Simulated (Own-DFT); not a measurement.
# Which way do the neighbours of a vacancy move? diamond silicon, 63 atoms (Si63), with one Si vacancy

These are calculations, not measurements. They come from Own-DFT, an in-house plane-wave density functional program, since retired, whose code no person has reviewed. Each row is one single-point run on a periodic cell that was not relaxed, without spin or spin-orbit coupling.

Settings of every run: PBE; PseudoDojo norm-conserving scalar-relativistic files; cutoff 20 hartree; 3 x 3 x 3 k mesh centred on Gamma; Fermi-Dirac smearing of 0.1 eV.

Known limits: not probed for a lower state with spin; forces not confirmed at this smearing and k mesh; stress not checked against mesh or cutoff.

Cell vectors in Å: (10.862, 0.000, 0.000); (0.000, 10.862, 0.000); (0.000, 0.000, 10.862). Every atom was also moved at random, by a Gaussian of width 0.03 Å on each axis. The defect's site can differ from row to row. The empty site has 4 nearest neighbours, all Si. For each, d is its distance from the empty site and R the part of its force along the line away from it, positive outwards. The last column is the rms force component on atoms over 4.5 Å away.

| run | d1 (Å) | d2 (Å) | d3 (Å) | d4 (Å) | R1 (eV/Å) | R2 (eV/Å) | R3 (eV/Å) | R4 (eV/Å) | far F (eV/Å) |
|---|---|---|---|---|---|---|---|---|---|
| 1 | 2.335 | 2.369 | 2.393 | 2.405 | -0.14 | -0.38 | -0.36 | -0.45 | 0.50 |
| 2 | 2.308 | 2.315 | 2.352 | 2.361 | -0.13 | -0.24 | -0.08 | -0.34 | 0.48 |
| 3 | 2.299 | 2.318 | 2.335 | 2.360 | -0.06 | -0.23 | -0.17 | -0.30 | 0.51 |
| 4 | 2.327 | 2.337 | 2.372 | 2.409 | -0.23 | -0.30 | -0.35 | -0.60 | 0.51 |
| 5 | 2.330 | 2.356 | 2.358 | 2.377 | -0.43 | -0.36 | -0.24 | -0.32 | 0.46 |
| 6 | 2.308 | 2.350 | 2.391 | 2.412 | 0.00 | -0.34 | -0.17 | -0.54 | 0.50 |
| 7 | 2.301 | 2.365 | 2.367 | 2.374 | -0.01 | -0.58 | -0.37 | -0.40 | 0.45 |
| 8 | 2.322 | 2.324 | 2.328 | 2.387 | -0.38 | -0.22 | -0.24 | -0.34 | 0.50 |
| 9 | 2.328 | 2.339 | 2.365 | 2.371 | -0.16 | -0.14 | -0.22 | -0.30 | 0.50 |
| 10 | 2.319 | 2.330 | 2.381 | 2.411 | ? | ? | ? | ? | ? |

## Worked fit

A straight line through the 36 neighbours shown gives R = -0.28 - 3.3 (d - 2.351) eV/Å, with a scatter of 0.11 left by the moves of the other atoms. The slope, with an error of 0.6, is the pull back towards the neighbour's own site. The constant, -0.28 ± 0.02 eV/Å, is the force at the mean distance: with one bond gone, the neighbours are pushed inwards, towards the empty site. It shows how a relaxation would start, not where it would end, and it depends somewhat on the width of the random moves.

## Withheld run

Question: what mean R should the neighbours of run 10 feel? Their mean d is 2.360 Å.

The line gives -0.31 ± 0.05 eV/Å, by the scatter of the means of the runs shown. The calculation gave R = -0.38, -0.25, -0.45, -0.45, a mean of -0.38 eV/Å.
